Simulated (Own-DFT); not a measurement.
# Strain and stress in 2H SiC, 32 atoms (C16Si16)

These are calculations, not measurements. The program, named Own-DFT, is a retired in-house plane-wave density functional code that no person has reviewed. Each row is one single-point run on a periodic cell that was not relaxed, without spin or spin-orbit coupling.

Settings of every run: PBE; PseudoDojo norm-conserving scalar-relativistic files; cutoff 42 hartree; 5 x 5 x 3 k mesh centred on Gamma; Fermi-Dirac smearing of 0.1 eV.

Known limits: forces on such cells passed a denser k mesh, each cell not checked; stress not checked against mesh or cutoff.

Unstrained cell vectors in Å: (6.165, 0.000, 0.000); (-3.083, 5.339, 0.000); (0.000, 0.000, 10.068). The unstrained cell has measured lattice constants (interpolated for alloys), not those of this functional. That, the random moves and any unrelaxed bonds set the pressure at no strain. Each run strains this cell uniformly, with the atoms carried along. Every atom was also moved at random, by a Gaussian of width 0.05 Å on each axis. Strain is the symmetric tensor, in per cent. Stress is positive in tension, and the pressure is minus a third of its trace.

| run | e_xx (%) | e_yy (%) | e_zz (%) | e_yz (%) | e_xz (%) | e_xy (%) | s_xx (GPa) | s_yy (GPa) | s_zz (GPa) | s_yz (GPa) | s_xz (GPa) | s_xy (GPa) | P (GPa) | E (meV/atom) |
|---|---|---|---|---|---|---|---|---|---|---|---|---|---|---|
| 1 | 1.80 | -1.29 | 0.95 | 1.86 | 1.59 | -0.45 | 2.22 | -6.61 | -0.82 | 5.19 | 5.33 | -2.38 | 1.74 | 9.9 |
| 2 | 1.75 | 1.92 | -1.97 | 1.79 | 1.72 | 0.44 | 6.78 | 7.10 | -18.66 | 4.48 | 4.75 | 1.98 | 1.59 | 28.0 |
| 3 | -1.94 | -0.58 | -0.36 | 0.34 | 1.71 | -0.70 | -17.10 | -10.70 | -9.72 | 1.07 | 5.27 | -2.90 | 12.51 | 38.9 |
| 4 | 1.75 | -1.23 | 1.22 | 0.71 | -0.90 | 1.93 | 4.38 | -9.50 | -0.93 | 1.16 | -2.86 | 8.71 | 2.02 | 20.6 |
| 5 | 1.51 | -1.13 | -1.90 | 1.35 | -0.10 | -1.36 | 3.09 | -10.17 | -21.01 | 2.53 | -0.76 | -7.01 | 9.36 | 32.2 |
| 6 | -0.86 | 1.01 | 1.56 | -0.24 | -1.29 | -0.57 | -8.75 | 0.70 | 1.75 | 0.17 | -2.88 | -4.78 | 2.10 | 26.6 |
| 7 | 1.40 | -0.01 | -0.45 | -1.26 | 0.58 | -1.44 | 2.61 | -6.66 | -7.29 | -4.14 | 1.31 | -8.01 | 3.78 | 23.5 |
| 8 | -0.23 | -1.45 | -0.15 | 0.36 | -0.95 | 0.64 | -6.84 | -13.18 | -9.05 | -0.39 | -4.47 | 2.30 | 9.69 | 20.4 |
| 9 | -1.71 | 1.24 | -1.99 | -0.45 | -0.31 | -0.31 | -10.65 | -3.98 | -19.44 | -1.42 | -0.82 | -0.10 | 11.36 | 37.3 |
| 10 | -1.79 | 0.86 | -1.15 | -1.01 | 0.99 | 1.58 | -15.88 | -1.27 | -13.25 | -3.20 | 3.35 | 6.32 | 10.13 | 11.9 |
| 11 | -0.01 | -1.18 | -1.98 | -0.41 | 0.04 | 0.47 | -9.33 | -11.95 | -18.29 | -1.90 | -0.99 | -0.91 | 13.19 | 35.5 |
| 12 | 0.38 | -0.90 | 0.09 | -1.59 | 1.38 | 0.13 | -4.70 | -7.40 | -7.16 | -5.93 | 5.66 | 1.17 | 6.42 | 7.6 |
| 13 | 1.75 | 0.55 | -1.63 | 0.60 | -0.65 | 0.62 | 4.58 | 0.36 | -20.02 | 1.44 | -2.22 | 2.63 | 5.02 | 53.1 |
| 14 | 0.36 | -1.64 | 1.10 | -0.02 | -1.79 | 1.75 | -3.54 | -15.31 | 0.06 | 0.15 | -5.94 | 7.94 | 6.27 | 30.6 |
| 15 | -0.16 | 0.38 | -1.43 | -0.45 | -1.16 | -1.68 | -4.28 | -4.02 | -16.49 | -2.44 | -5.65 | -6.88 | 8.27 | 23.1 |
| 16 | 0.76 | -0.73 | 1.35 | 1.79 | 0.57 | -0.99 | -1.52 | -8.40 | 0.06 | 7.24 | 4.31 | -6.75 | 3.29 | 20.5 |
| 17 | 0.70 | 0.56 | -1.44 | -0.62 | -0.73 | -0.57 | -1.87 | 1.73 | -17.31 | -2.58 | -2.54 | -2.88 | 5.82 | 0.0 |
| 18 | -0.12 | -0.56 | 1.56 | -1.19 | 1.17 | 1.90 | ? | ? | ? | ? | ? | ? | ? | ? |

E is the free energy for each atom above the lowest run shown.

## Worked fit

Each stress component was fitted by least squares to a constant and the strains of the runs shown, as fractions, with shears doubled. Shear strains stay in the fit of a normal stress only where such slopes are resolved. The slopes, in GPa:

```
stress  at no strain  per e_xx  per e_yy  per e_zz  scatter
  s_xx          -5.0  553 ± 29  121 ± 39   16 ± 32     1.49
  s_yy          -4.9  139 ± 39  553 ± 52   38 ± 42     1.98
  s_zz          -7.4  -17 ± 28    9 ± 37  621 ± 30     1.41
```

Each shear stress against twice its own strain: yz 160 ± 10, xz 173 ± 11, xy 234 ± 16 GPa. These are stiffnesses along x, y and z of the frame in which the cell vectors are given, which need not be the crystal's axes. The atoms are held to the strained lattice; where symmetry lets them move under strain, relaxing them would lower some slopes. The table should be nearly symmetric about its diagonal, and what it lacks of that shows the noise. A ninth of its sum, 226 ± 6 GPa, estimates the bulk modulus near the mean pressure of these runs, 6.6 GPa, so it lies above the value at zero pressure.

## Withheld run

Question: what normal stresses and pressure should run 18 give?

The fit gives s_xx = -6.1, s_yy = -7.6, s_zz = 2.3 and P = 3.8 GPa. The calculation gave -3.48, -9.62, 1.35 and P = 3.92 GPa.
